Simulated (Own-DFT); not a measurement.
# Strain and stress in diamond-structure SiGeSn with randomly placed atoms, 64 atoms (Ge44Si16Sn4)

All numbers below are calculated, not measured. The program, named Own-DFT, is a retired in-house plane-wave density functional code that no person has reviewed. Each row is one single-point run on a periodic cell that was not relaxed, without spin or spin-orbit coupling.

Settings of every run: PBE; PseudoDojo norm-conserving scalar-relativistic files; cutoff 49 hartree; 3 x 3 x 3 k mesh centred on Gamma; Fermi-Dirac smearing of 0.1 eV.

Known limits: forces on such cells moved up to 12 meV/angstrom on a denser k mesh; stress not checked against mesh or cutoff.

Unstrained cell vectors in Å: (11.306, 0.000, 0.000); (0.000, 11.306, 0.000); (0.000, 0.000, 11.306). The unstrained cell has measured lattice constants (interpolated for alloys), not those of this functional. That, the random moves and any unrelaxed bonds set the pressure at no strain. Each run strains this cell uniformly, with the atoms carried along. Every atom was also moved at random, by a Gaussian of width 0.05 Å on each axis. The random placing of the alloy's atoms differs from row to row. Strain is the symmetric tensor, in per cent. Stress is positive in tension, and the pressure is minus a third of its trace.

| run | e_xx (%) | e_yy (%) | e_zz (%) | s_xx (GPa) | s_yy (GPa) | s_zz (GPa) | P (GPa) | E (meV/atom) |
|---|---|---|---|---|---|---|---|---|
| 1 | 0.75 | 0.75 | 0.00 | -3.24 | -3.09 | -3.56 | 3.30 | 10.7 |
| 2 | -2.50 | -2.50 | 0.00 | -9.35 | -9.54 | -7.65 | 8.85 | 45.6 |
| 3 | 1.75 | 1.75 | 0.00 | -1.42 | -1.51 | -2.75 | 1.89 | 0.0 |
| 4 | -3.00 | -3.00 | 0.00 | -10.59 | -10.70 | -8.48 | 9.92 | 61.0 |
| 5 | -2.00 | -2.00 | 0.00 | -8.56 | -8.53 | -6.96 | 8.01 | 46.1 |
| 6 | -2.75 | -2.75 | 0.00 | -10.26 | -10.36 | -8.44 | 9.69 | 74.8 |
| 7 | 2.00 | 2.00 | 0.00 | -1.14 | -1.08 | -2.43 | 1.55 | 3.4 |
| 8 | 1.25 | 1.25 | 0.00 | -2.10 | -2.36 | -3.04 | 2.50 | 0.5 |
| 9 | -1.00 | -1.00 | 0.00 | ? | ? | ? | ? | ? |

E is the free energy for each atom above the lowest run shown.

## Worked fit

The change of volume is close to e_xx + e_yy + e_zz. A straight line through the runs shown gives P = 4.79 - 85 x (fractional change of volume) GPa, with an error of 2 on the slope and a scatter of 0.20 GPa. The strain isn't the same on all axes, but the crystal is cubic, so the slope still estimates the bulk modulus, averaged over pressures from 1.6 to 9.9 GPa.

## Withheld run

Question: what pressure should run 9 give? Its volume changes by -1.99 %.

The line gives 6.5 GPa. The calculation gave 6.26 GPa.
